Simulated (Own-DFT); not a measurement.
## Calculated data, GaN (wurtzite, atoms displaced)

Computed with Own-DFT development build. A calculation, not a measurement: plane-wave PBE density functional theory by an unreviewed code, no spin, of a simulated periodic cell, stress positive in tension, free energy of the whole cell less one offset for each atom, forces on such cells passed a denser k mesh, this cell's mesh not checked; offsets are fitted by least squares, one for each functional and potential file, so energies compare only between cells with the same atoms and settings and are not formation energies; the far tail of each file's local potential was reset to the Coulomb form; each entry is a single point on an unrelaxed cell, so the pressure reflects the starting lattice, mostly measured values (interpolated for alloys), from which strain is counted, and rises with the displacements; printed positions are rounded, which can move forces by about a meV/angstrom; the program, named Own-DFT, is a retired in-house code; no spin-orbit coupling.

```xyz
96
Lattice="12.7560 0.0000 0.0000 -4.7835 8.2853 0.0000 0.0000 0.0000 10.3700" Properties=species:S:1:pos:R:3:force_x:R:1:force_y:R:1:force_z:R:1 formula=GaN functional=PBE potential_files=PseudoDojo_norm-conserving,scalar-relativistic,standard_set_with_the_stringent_files_for_Ga wave_cutoff=96 occupations=Gaussian smearing_width=0.01 k_mesh=3_x_4_x_3_centred_on_Gamma free_energy_of_cell_above_offsets=-10.524 pressure=5.36 stress_xx=-5.29 stress_yy=-4.84 stress_zz=-5.97 stress_yz=0.04 stress_xz=0.25 stress_xy=0
Ga     0.0009     1.8250     0.0046      0.126      0.247      0.044
Ga     1.6054     0.9145     2.6229     -0.474     -0.065     -0.352
N      0.0089     1.8317     1.9400     -0.151      0.146      0.505
N      1.5983     0.9089     4.5499     -0.008      0.161      0.445
Ga    -0.0316     1.8427     5.1986       0.67     -0.148      0.025
Ga     1.6003     0.9411     7.7943     -0.075     -0.182      0.014
N     -0.0098     1.8493     7.1608      0.269     -0.053      -0.22
N      1.5915     0.9103     9.7591      0.151      0.122     -0.311
Ga    -1.5961     4.5922     0.0279      0.389      0.525      -0.27
Ga    -0.0120     3.7003     2.6170      0.564     -0.358     -0.488
N     -1.5861     4.6079     1.9640     -0.006      0.189      0.168
N      0.0009     3.6729     4.5505      0.088      0.114      0.153
Ga    -1.5763     4.5969     5.2012     -0.363     -0.319     -0.397
Ga    -0.0416     3.6853     7.7974      0.911     -0.101      0.052
N     -1.5745     4.5689     7.1205     -0.752      0.802      0.443
N      0.0013     3.6794     9.7474     -0.093      0.015     -0.136
Ga    -3.1821     7.3562     0.0233     -0.099      0.227      0.048
Ga    -1.6212     6.4565     2.6190      0.632     -0.237     -0.278
N     -3.1885     7.3345     1.9751     -0.212      0.545      0.011
N     -1.6028     6.4281     4.5650     -0.013      0.025     -0.011
Ga    -3.2020     7.3385     5.1570     -0.095      0.437      0.655
Ga    -1.6137     6.4523     7.7687      0.517     -0.146      0.568
N     -3.2050     7.3626     7.1786      0.256      0.232     -0.866
N     -1.5970     6.4773     9.7959      0.179     -0.749     -0.979
Ga     3.1980     1.8355     0.0111      -0.31      0.048     -0.181
Ga     4.7874     0.9252     2.5905     -0.063     -0.061      0.039
N      3.1555     1.8187     1.9429      0.653      0.295      0.301
N      4.8084     0.8991     4.5404      -0.17      0.476      0.083
Ga     3.2189     1.8448     5.2156     -0.184     -0.177     -0.679
Ga     4.8347     0.9150     7.7949     -0.594      0.097     -0.268
N      3.1975     1.8166     7.1222      0.152      0.291       0.73
N      4.7614     0.9019     9.7276      0.457      0.515      0.153
Ga     1.6020     4.6066    10.3452     -0.315      0.108      0.468
Ga     3.2119     3.6641     2.6043     -0.828      0.176     -0.466
N      1.5868     4.6310     1.9452      0.257     -0.413      0.055
N      3.1926     3.6949     4.5305     -0.224     -0.529      0.269
Ga     1.6099     4.5993     5.1931      -0.27     -0.009     -0.203
Ga     3.1810     3.6767     7.7943      0.159     -0.069     -0.476
N      1.6004     4.6092     7.1283     -0.258     -0.282      0.294
N      3.1879     3.6854     9.7256     -0.108     -0.314      0.131
Ga    -0.0002     7.3944     0.0141      0.116     -0.671     -0.027
Ga     1.5880     6.4600     2.6083      0.246     -0.042     -0.535
N     -0.0138     7.3671     1.9575      0.075       0.06      0.183
N      1.6025     6.4222     4.5200     -0.296      0.425      0.728
Ga    -0.0228     7.3766     5.2004      0.576     -0.294     -0.294
Ga     1.5929     6.4420     7.7710      0.015      0.069     -0.279
N      0.0236     7.3787     7.1314     -0.619     -0.343      0.209
N      1.5854     6.4446     9.6868      0.156      0.156      0.736
Ga     6.3993     1.8054     0.0003     -0.698      0.647      0.052
Ga     8.0007     0.9308     2.5509     -0.586     -0.092      0.668
N      6.3778     1.8563     1.9562      0.027     -0.277     -0.094
N      7.9831     0.9607     4.5442     -0.018     -0.631     -0.238
Ga     6.4104     1.8604     5.1898     -0.475     -0.242      0.043
Ga     8.0155     0.9407     7.7908     -0.791      0.127     -0.308
N      6.3657     1.8528     7.1392      0.684      0.147      0.086
N      7.9474     0.9233     9.7273      0.944      -0.32      0.121
Ga     4.7511     4.6036    10.3637      0.718     -0.368       0.01
Ga     6.3511     3.6829     2.6100      0.486     -0.016     -0.043
N      4.7747     4.5778     1.9454      0.109      0.552      0.042
N      6.3206     3.6902     4.5739      0.614       0.24     -0.336
Ga     4.7372     4.6265     5.1646      0.384      -0.11      0.753
Ga     6.3742     3.7097     7.7721     -0.325     -0.406      0.023
N      4.7757     4.6152     7.1513     -0.276      0.232     -0.207
N      6.3780     3.6570     9.7126     -0.091       0.32      0.498
Ga     3.2055     7.3422    10.3633     -0.493      0.319      0.128
Ga     4.8036     6.4487     2.6095     -0.556     -0.321     -0.235
N      3.2228     7.3741     1.9468     -0.454     -0.193     -0.013
N      4.7519     6.4536     4.5494      0.177      0.049     -0.003
Ga     3.1736     7.3819     5.1975     -0.213      0.275     -0.413
Ga     4.7610     6.4634     7.8197     -0.034     -0.073     -0.995
N      3.1494     7.4159     7.1214      0.627     -0.538      0.459
N      4.7782     6.4383     9.7291      0.286      0.024       0.35
Ga     9.5992     1.8457    10.3305     -0.479       -0.1      0.745
Ga    11.1561     0.9193     2.5933      0.249      0.275     -0.031
N      9.5598     1.8420     1.9908      0.559      0.332      -1.05
N     11.1745     0.9229     4.5443     -0.196     -0.574      0.129
Ga     9.5835     1.8259     5.1787     -0.074     -0.157      0.212
Ga    11.1687     0.9149     7.7701      0.151      0.156       0.29
N      9.5979     1.8415     7.1562     -0.282      0.113     -0.304
N     11.1696     0.9323     9.7273     -0.006      -0.76      0.061
Ga     7.9777     4.5848     0.0209     -0.208     -0.021     -0.172
Ga     9.6101     3.6900     2.5826     -0.672     -0.268      0.346
N      7.9808     4.5983     1.9750     -0.145     -0.074     -0.009
N      9.5521     3.6337     4.5546      0.466      0.919     -0.084
Ga     7.9836     4.5963     5.1631     -0.438     -0.269      0.291
Ga     9.5499     3.6765     7.7635      0.127       0.29      0.153
N      7.9435     4.6077     7.1518       0.66      0.319     -0.429
N      9.5926     3.6966     9.7370     -0.376      -0.16       -0.2
Ga     6.4047     7.3147     0.0124     -0.367      0.814      0.088
Ga     7.9882     6.4382     2.6121     -0.517      0.022     -0.759
N      6.3459     7.3791     1.9796      0.807     -0.424     -0.362
N      7.9477     6.4328     4.5117      0.294     -0.105      0.822
Ga     6.3636     7.3167     5.1737     -0.048      0.755      0.344
Ga     7.9833     6.4713     7.7830     -0.533     -0.422      0.195
N      6.3662     7.3899     7.1533      0.032     -0.629      -0.29
N      7.9896     6.4443     9.7508     -0.084     -0.317     -0.125
```

Units: wave_cutoff in hartree; smearing_width, free_energy_of_cell_above_offsets in eV; pressure, stress_xx, stress_yy, stress_zz, stress_yz, stress_xz, stress_xy in GPa; force_x, force_y, force_z in eV/Å.
